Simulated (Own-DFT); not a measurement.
# Point defects and the pressure they add: L1_0 TiAl

Everything here is calculated. The program is Own-DFT (plane waves, in-house, since retired, never reviewed by a person); positions were held fixed, and spin and spin-orbit coupling were off.

All runs used: PBEsol; PseudoDojo norm-conserving scalar-relativistic files, made for PBE; cutoff 42 hartree; 4 x 4 x 4 k mesh centred on Gamma; cold (Marzari-Vanderbilt) smearing of 0.2 eV.

Limits: forces on such cells failed a check on a denser k mesh; stress not checked against mesh or cutoff.

All runs share one cell, with vectors in Å (5.622, 5.622, 0.000); (-5.622, 5.622, 0.000); (0.000, 0.000, 8.133) and a volume of 514.0 Å³. The atoms are randomly displaced, by u rms on each axis. The defect's site can differ from row to row.

| cell | formula | u (Å) | P (GPa) |
|---|---|---|---|
| no defect | Al16Ti16 | 0.0199 | -1.68 |
| no defect | Al16Ti16 | 0.0480 | -1.14 |
| no defect | Al16Ti16 | 0.0498 | -1.18 |
| one Ti vacancy | Al16Ti15 | 0.0290 | -2.14 |
| one Ti vacancy | Al16Ti15 | 0.0310 | -2.07 |
| one Ti vacancy | Al16Ti15 | 0.0317 | -2.11 |
| two Al vacancies | Al14Ti16 | 0.0282 | -3.27 |
| two Al vacancies | Al14Ti16 | 0.0345 | -3.20 |
| two Al vacancies | Al14Ti16 | 0.0510 | ? |
| two Al vacancies | Al14Ti16 | 0.0520 | -2.89 |

## Analysis

P = P0 + c u² + a shift for each defect gives P0 = -1.73 GPa, c = 234 ± 20 GPa/Å² and a scatter of 0.04 GPa. The shifts, and each times the cell's volume:

- one Ti vacancy: -0.59 ± 0.04 GPa, -1.9 eV
- two Al vacancies: -1.75 ± 0.04 GPa, -5.6 eV (-2.8 eV for each of its 2 sites)

A positive shift means that the defect pushes the cell outwards. Shift times volume (160.2 GPa Å³ is 1 eV) depends little on the cell's size, so, taken for each site, it can be compared between cells at like pressure. The atoms around the defects weren't relaxed, which would change these numbers.

## Prediction

Question: what pressure belongs in the blank (two Al vacancies, u = 0.0510 Å)?

The fit gives -2.88 ± 0.05 GPa. DFT gave -2.99 GPa.
